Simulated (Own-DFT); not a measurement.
# Which defects push the lattice out? L1_0 TiAl

The numbers are computed, not measured, by runs of the plane-wave DFT program Own-DFT (in-house, retired, unreviewed) at fixed positions, with no spin and no spin-orbit coupling.

Method: PBE; PseudoDojo norm-conserving scalar-relativistic files; cutoff 42 hartree; 4 x 4 x 4 k mesh centred on Gamma; cold (Marzari-Vanderbilt) smearing of 0.2 eV.

Known weak points: forces on such cells failed a check on a denser k mesh; stress not checked against mesh or cutoff.

All runs share one cell, with vectors in Å (5.622, 5.622, 0.000); (-5.622, 5.622, 0.000); (0.000, 0.000, 8.133) and a volume of 514.0 Å³. Atoms were moved at random from their sites; u is the rms move along one axis. The defect's site can differ from row to row.

```
            cell   formula   u (Å)  P (GPa)
       no defect  Al16Ti16  0.0203     1.18
       no defect  Al16Ti16  0.0214     1.17
       no defect  Al16Ti16  0.0465     1.71
  one Ti vacancy  Al16Ti15  0.0253     0.46
  one Ti vacancy  Al16Ti15  0.0293        ?
  one Ti vacancy  Al16Ti15  0.0319     0.53
  one Ti vacancy  Al16Ti15  0.0323     0.58
two Al vacancies  Al14Ti16  0.0308    -0.55
two Al vacancies  Al14Ti16  0.0503    -0.20
two Al vacancies  Al14Ti16  0.0518    -0.27
```

## Working it out

P = P0 + c u² + a shift for each defect gives P0 = 1.10 GPa, c = 249 ± 33 GPa/Å² and a scatter of 0.07 GPa. The shifts, and each times the cell's volume:

- one Ti vacancy: -0.81 ± 0.05 GPa, -2.6 eV
- two Al vacancies: -1.96 ± 0.06 GPa, -6.3 eV (-3.1 eV for each of its 2 sites)

Against the defect-free cell, a freed cell would be larger where the shift is positive and smaller where it is negative (160.2 GPa Å³ is 1 eV). The atoms around the defects weren't relaxed, which would change these numbers.

## Withheld run

Q: what pressure belongs in the blank (one Ti vacancy, u = 0.0293 Å)?

The fit gives 0.51 ± 0.08 GPa. The run itself gave 0.51 GPa.
